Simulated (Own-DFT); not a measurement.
# Hybrid less PBE against volume: monoclinic HfO2, 94 atoms (Hf32O62), with two O vacancies

Calculated, not measured. Each geometry was run twice at fixed positions with Own-DFT, a retired in-house plane-wave program that no person has reviewed: with PBE, and with HSE06 (exact exchange share 0.25 at short range, screening 0.11 per bohr, Gygi-Baldereschi treatment of its divergence). Both used PseudoDojo norm-conserving files made for PBE, a cutoff of 48 hartree, the Gamma point alone, fixed occupations, a neutral cell and no spin. With Gamma alone and a thickness of 10.1 Å, finite-size errors remain in every number. The hafnium file keeps the 4f electrons in the core, and its forces lie about 75 meV/Å off all-electron values. The oxygen file's force components were 24 meV/Å off all-electron values in a glass.

Unstrained cell vectors in Å: (10.234, 0.000, 0.000); (0.000, 10.350, 0.000); (-1.696, 0.000, 10.445), volume V0 = 1106.4 Å³, from measured lattice constants. Each geometry has its own random strain of a few per cent, its own defect sites and random moves of rms u per axis. HSE06 gave the energy alone. D is its energy less that of PBE, over the lowest D shown. The PBE stress wasn't checked against mesh or cutoff.

```
run  V - V0 (Å³)   u (Å)  P with PBE (GPa)  D (eV)
  1         -7.8  0.0285              5.77   0.509
  2          0.3  0.0536              4.87   0.957
  3        -15.6  0.0303              7.33   0.291
  4        -11.5  0.0301              6.52   0.295
  5          6.4  0.0510              4.31   0.947
  6        -26.9  0.0466             12.14   0.146
  7        -14.5  0.0497              8.45   0.477
  8        -25.0  0.0479             11.54   0.132
  9        -33.8  0.0480             13.08   0.000
 10         43.8  0.0286             -5.15   1.733
 11         28.1  0.0287             -2.53       ?
```

## Fit

D = 0.55 + 0.0248 (V - V0) + 115 u² eV, with an error of 0.0009 on the volume slope, 24 on the last term and a scatter of 0.06 eV. Pressure is -dE/dV, and 1 eV/Å³ is 160.2 GPa, so HSE06 changes the pressure by -4.0 ± 0.1 GPa. With the ions held to the strained lattice, the PBE pressure falls by 249 ± 10 GPa per unit of volume strain; the shape of the strain isn't fitted, so the true error is larger, and a relaxed crystal would be softer. On that slope HSE06's volume at a given pressure is about 1.6 % smaller, or 0.5 % in lengths. At u = 0 and V0 the PBE pressure is 3.6 GPa, which puts the zero-pressure volume, against the measured cell and with the defects in, at +1.4 % for PBE and -0.2 % for HSE06, each good to a few tenths of a per cent.

## Withheld run

Question: what D should run 11 give?

Estimate: 1.34 eV, with rows scattering by 0.06. The run itself gave 1.306 eV.
